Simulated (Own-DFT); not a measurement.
# Oxygen vacancies on unlike sites: monoclinic HfO2, Hf32O62

Calculated, not measured. Each geometry was run twice at fixed positions with Own-DFT, a retired in-house plane-wave program that no person has reviewed: with PBE, and with HSE06 (exact exchange share 0.25 at short range, screening 0.11 per bohr, Gygi-Baldereschi treatment of its divergence). Both used PseudoDojo norm-conserving files made for PBE, a cutoff of 48 hartree, the Gamma point alone, fixed occupations, a neutral cell and no spin. With Gamma alone and a thickness of 10.1 Å, finite-size errors remain in every number. The hafnium file keeps the 4f electrons in the core, and its forces lie about 75 meV/Å off all-electron values. The oxygen file's force components were 24 meV/Å off all-electron values in a glass.

Cell vectors in Å: (10.234, 0.000, 0.000); (0.000, 10.350, 0.000); (-1.696, 0.000, 10.445). Atoms were moved at random from their ideal sites, and each line below averages several runs of one case and one width of the moves; u² is the mean square move along one axis. E is the PBE energy of the cell and D the HSE06 energy less the PBE one, each over its lowest single run, with the standard error of the mean. Within a case the pair of sites differs from run to run.

- A: two O taken from sites with four and four neighbours, under 3.2 Å apart
- B: two O taken from sites with three and four neighbours, under 3.2 Å apart
- C: two O taken from sites with three and three neighbours, under 3.2 Å apart

```
case,runs,u² (Å²),E (eV),error of E,D (eV),error of D
A,8,0.000884,0.354,0.074,0.103,0.017
A,8,0.002552,4.098,0.260,0.311,0.027
A,8,0.006344,13.423,0.728,0.800,0.050
B,8,0.000928,0.495,0.121,0.073,0.013
B,8,0.002523,4.189,0.205,0.265,0.019
B,8,0.006036,12.911,0.331,0.671,0.036
C,8,0.000894,0.606,0.070,0.057,0.013
C,8,0.002586,4.350,0.229,0.248,0.018
C,8,0.006554,13.835,0.434,0.717,0.046
```

Q: how do the cases differ under PBE, and what does HSE06 change?

## Answer

Fit E and D each to a + b u², with one a for each case and lines weighted by their errors. Against A, in eV:

```
case,PBE,change by HSE06,HSE06
B,0.07 ± 0.13,-0.041 ± 0.017,0.02 ± 0.13
C,0.22 ± 0.10,-0.057 ± 0.017,0.16 ± 0.10
```

Under PBE no case is told apart from A by three errors. D is known much better than E, because both runs of a geometry share the same random moves. HSE06 moves C down against A. The slope b is 2360 ± 44 eV/Å² for E and 119 ± 5 for D, so at this fixed cell HSE06 makes random moves about 5 % costlier. The vacancies are unrelaxed, and relaxation differs between sites.
